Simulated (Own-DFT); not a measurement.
# Device materials side by side: how hard are they to compress?

Source: density functional calculations with Own-DFT, an unreviewed in-house program that is no longer used. Nothing was measured or relaxed, and spin and spin-orbit coupling are left out.

Limits (not all hold for every row): forces on such cells moved up to 12 meV/angstrom on a denser k mesh; forces not confirmed at this smearing and k mesh; k mesh not checked against a denser one; forces on such cells passed a denser k mesh, each cell not checked; stress not checked against mesh or cutoff.

All runs are PBE with PseudoDojo norm-conserving files; cutoff and k mesh are each material's own. Every cell starts from measured lattice constants and was given uniform random strains and small random moves of its atoms. Each triple is the change of volume in per cent, the rms move u in Å and the pressure in GPa.

- 3C SiC (C48Si48), 10.36 Å³/atom unstrained: (-3.16, 0.047, 13.25); (-3.00, 0.049, 12.48); (-0.80, 0.051, 7.37); (1.49, 0.047, 1.64); (2.13, 0.048, 0.54); (2.33, 0.047, 0.21); (2.95, 0.050, -0.44)
- wurtzite AlN (Al36N36), 10.45 Å³/atom unstrained: withheld
- wurtzite GaN (Ga36N36), 11.42 Å³/atom unstrained: (-2.58, 0.052, 13.52); (-0.95, 0.051, 9.31); (0.66, 0.049, 5.81); (1.04, 0.045, 4.99); (1.56, 0.054, 4.38); (1.77, 0.050, 3.68); (2.78, 0.048, 2.07)
- diamond silicon (Si64), 20.02 Å³/atom unstrained: (-2.89, 0.053, 6.07); (-2.47, 0.048, 5.11); (-1.65, 0.049, 4.41); (-0.31, 0.047, 2.77); (-0.27, 0.050, 3.11); (0.02, 0.048, 2.49); (1.71, 0.052, 1.01)
- zincblende InP (In32P32), 25.27 Å³/atom unstrained: (-1.79, 0.052, 5.02); (-1.71, 0.048, 4.93); (-0.91, 0.049, 4.25); (0.17, 0.050, 3.68); (1.57, 0.043, 2.33); (1.71, 0.049, 2.62); (2.63, 0.049, 2.03)
- grey tin (Sn64), 34.15 Å³/atom unstrained: (-2.29, 0.053, 4.97); (-2.04, 0.046, 4.72); (-0.16, 0.047, 3.81); (0.14, 0.049, 3.70); (0.61, 0.054, 3.50); (0.84, 0.051, 3.18); (1.31, 0.047, 3.16)

## What the rows give

Fit a line to each set against the fractional change of volume; B is minus its slope, and u is nearly the same within a set. To take it to zero pressure, assume that B rises by 4 GPa for each GPa: B0 = B - 4 x (mean pressure). The bond length of an ideal tetrahedral crystal with the unstrained volume v is d = (√3/4)(8 v)^(1/3). Cohen's empirical rule reads B0 = (1971 - 220 L) d^(-3.5) GPa, with L = 0 for group IV crystals and SiC and 1 for III-V compounds.

| material | L | d (Å) | B (GPa) | mean P (GPa) | B0 (GPa) | rule (GPa) |
|---|---|---|---|---|---|---|
| 3C SiC (C48Si48) | 0 | 1.888 | 230 ± 7 | 5.0 | 210 ± 7 | 213 |
| wurtzite AlN (Al36N36) | 1 | 1.893 | ? | ? | ? | 188 |
| wurtzite GaN (Ga36N36) | 1 | 1.950 | 214 ± 9 | 6.3 | 189 ± 9 | 169 |
| diamond silicon (Si64) | 0 | 2.352 | 107 ± 6 | 3.6 | 93 ± 6 | 99 |
| zincblende InP (In32P32) | 1 | 2.541 | 69 ± 4 | 3.6 | 55 ± 4 | 67 |
| grey tin (Sn64) | 0 | 2.810 | 51 ± 3 | 3.9 | 35 ± 3 | 53 |

A line through ln[B0/(1971 - 220 L)] against ln d has a slope of -4.6 ± 0.3 and a scatter of 10 %. Against the rule, B0 stands at 99 % for 3C SiC, 112 % for wurtzite GaN, 94 % for diamond silicon, 82 % for zincblende InP, 66 % for grey tin. PBE tends to make silicon and heavier crystals too soft, and the rule itself is only a guide.

## Test on the hidden row

Asked: what B0 does the fitted trend give for wurtzite AlN (Al36N36)?

From the line: 204 GPa. Its own runs give B = 221 ± 10 GPa at a mean pressure of 5.1 GPa, so B0 = 201 GPa.
